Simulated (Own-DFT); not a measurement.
# Biaxial strain at fixed height in wurtzite AlN, 72 atoms (Al36N36)

Everything here is calculated. The program is Own-DFT (plane waves, in-house, since retired, never reviewed by a person); positions were held fixed, and spin and spin-orbit coupling were off.

Common settings: PBE; PseudoDojo norm-conserving scalar-relativistic files; cutoff 42 hartree; 3 x 3 x 2 k mesh centred on Gamma; Fermi-Dirac smearing of 0.1 eV.

Caveats: forces on such cells moved up to 12 meV/angstrom on a denser k mesh; stress not checked against mesh or cutoff.

Unstrained cell vectors in Å: (9.336, 0.000, 0.000); (-4.668, 8.085, 0.000); (0.000, 0.000, 9.964). The unstrained cell has measured lattice constants (interpolated for alloys), not those of this functional. That, the random moves and any unrelaxed bonds set the pressure at no strain. Each run strains x and y alike by e, as a substrate would, and holds the height along z. Random moves of width 0.05 Å per axis were added to every atom. Stress is positive in tension.

```
e (%),u (Å),(s_xx + s_yy)/2 (GPa),s_zz (GPa)
-1.50,0.051,-15.97,-6.48
-1.25,0.051,-13.61,-7.41
-1.00,0.051,-11.54,-7.57
-0.75,0.052,-11.18,-5.61
-0.50,0.055,-8.88,-6.77
0.75,0.047,-2.10,-1.69
1.50,0.048,2.42,-3.76
2.00,0.046,?,?
2.25,0.054,4.92,-1.72
3.00,0.048,9.56,-1.16
```

## Fit

With e as a fraction, the in-plane stress is -6.2 + 582 e - 2338 e² GPa (errors 20 and 1170, scatter 0.60), and s_zz is -5.1 + 145 e GPa (slope ± 25, scatter 1.16). At e = 0 the first slope is C11 + C12 and the second 2 C13, both with the ions held to the strained lattice and at the cell's own pressure. A free layer would change its height as e changes, and the in-plane slope would drop by 2 C13²/C33 to the biaxial modulus. At fixed height, a misfit of 1 % moves the in-plane stress by about 5.8 GPa and s_zz by 1.4 GPa.

## Withheld run

The question: what are the two stresses at e = 2.00 %?

The fitted form gives 4.5 and -2.2 GPa. Computed: 5.29 and -2.00 GPa.
